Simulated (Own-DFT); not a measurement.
# How strain changes the stress of 4H SiC, 32 atoms (C16Si16)

All numbers below are calculated, not measured. They come from Own-DFT, an in-house plane-wave density functional program, since retired, whose code no person has reviewed. Each row is one single-point run on a periodic cell that was not relaxed, without spin or spin-orbit coupling.

Settings of every run: PBE; PseudoDojo norm-conserving scalar-relativistic files; cutoff 42 hartree; 5 x 5 x 3 k mesh centred on Gamma; Fermi-Dirac smearing of 0.1 eV.

Known limits: forces on such cells passed a denser k mesh, each cell not checked; stress not checked against mesh or cutoff.

Unstrained cell vectors in Å: (6.165, 0.000, 0.000); (-3.083, 5.339, 0.000); (0.000, 0.000, 10.068). The unstrained cell has measured lattice constants (interpolated for alloys), not those of this functional. That, the random moves and any unrelaxed bonds set the pressure at no strain. Each run strains this cell uniformly, with the atoms carried along. Every atom was also moved at random, by a Gaussian of width 0.05 Å on each axis. Strain is the symmetric tensor, in per cent. Stress is positive in tension, and the pressure is minus a third of its trace.

```
run,e_xx (%),e_yy (%),e_zz (%),e_yz (%),e_xz (%),e_xy (%),s_xx (GPa),s_yy (GPa),s_zz (GPa),s_yz (GPa),s_xz (GPa),s_xy (GPa),P (GPa),E (meV/atom)
1,0.40,1.48,1.77,-1.12,1.33,-0.87,-1.12,4.19,3.63,-4.09,4.36,-0.29,-2.23,28.5
2,0.42,1.73,-0.88,1.34,-1.97,1.86,-1.65,2.24,-9.38,4.16,-5.68,10.10,2.93,44.5
3,1.77,-1.84,-1.90,1.42,-1.29,-0.20,3.42,-16.39,-20.19,3.09,-2.87,-0.89,11.05,82.5
4,-0.99,-1.22,-1.62,-0.62,-1.31,-0.65,-12.97,-14.80,-15.64,-0.76,-3.94,-5.04,14.47,31.7
5,0.44,-0.10,0.23,0.57,1.32,0.18,0.70,-5.66,-5.46,1.54,2.76,0.86,3.47,0.0
6,-1.43,-1.36,1.94,-0.24,0.94,0.75,-13.70,-11.31,3.90,-1.43,2.50,1.55,7.04,11.2
7,1.70,0.72,-0.07,0.53,1.23,0.86,4.82,3.21,-10.36,2.11,4.95,3.64,0.78,35.7
8,-1.70,-0.37,0.21,1.73,-1.90,-1.41,-15.86,-7.07,-6.81,5.19,-6.92,-10.77,9.91,29.4
9,1.70,-1.99,-1.01,1.35,-1.95,-0.24,3.95,-13.52,-18.36,6.07,-7.03,-0.90,9.31,53.5
10,0.81,1.69,0.28,1.90,1.22,-1.03,1.94,3.99,-5.26,5.86,3.49,-2.88,-0.22,54.6
11,0.86,-1.20,-0.17,-0.89,1.44,0.91,-1.27,-10.28,-5.33,-2.39,3.81,5.04,5.63,3.6
12,0.59,-1.38,-1.67,-0.88,-1.66,-0.87,-3.17,-13.20,-17.90,-2.53,-7.06,-2.66,11.42,42.8
13,-1.07,-0.76,-1.97,-0.07,0.41,1.89,-12.24,-10.71,-21.52,0.80,3.49,7.62,14.82,51.2
14,1.35,-0.16,0.37,-1.46,-0.41,1.91,2.58,-6.75,-2.81,-6.18,-0.53,8.54,2.33,41.2
15,0.27,0.42,-0.01,-1.01,0.78,-1.21,-6.75,-1.13,-6.78,-2.65,0.44,-8.64,4.89,66.2
16,-1.87,1.13,0.56,-0.89,-1.46,1.86,?,?,?,?,?,?,?,?
```

E is the free energy for each atom above the lowest run shown.

## Worked fit

Each stress component was fitted by least squares to a constant and the strains of the runs shown, as fractions, with shears doubled. Shear strains stay in the fit of a normal stress only where such slopes are resolved. The slopes, in GPa:

| stress | at no strain | per e_xx | per e_yy | per e_zz | scatter |
|---|---|---|---|---|---|
| s_xx | -5.2 | 603 ± 36 | 61 ± 36 | 43 ± 37 | 1.51 |
| s_yy | -5.0 | 78 ± 38 | 512 ± 37 | 100 ± 39 | 1.59 |
| s_zz | -7.1 | -29 ± 54 | 66 ± 53 | 607 ± 56 | 2.25 |

Each shear stress against twice its own strain: yz 158 ± 13, xz 164 ± 14, xy 234 ± 24 GPa. These are stiffnesses along x, y and z of the frame in which the cell vectors are given, which need not be the crystal's axes. The atoms are held to the strained lattice; where symmetry lets them move under strain, relaxing them would lower some slopes. The table should be nearly symmetric about its diagonal, and what it lacks of that shows the noise. A ninth of its sum, 227 ± 7 GPa, estimates the bulk modulus near the mean pressure of these runs, 6.4 GPa, so it lies above the value at zero pressure.

## Withheld run

Question: what normal stresses and pressure should run 16 give?

The fit gives s_xx = -15.5, s_yy = -0.1, s_zz = -2.4 and P = 6.0 GPa. The calculation gave -12.60, -0.11, -2.36 and P = 5.02 GPa.
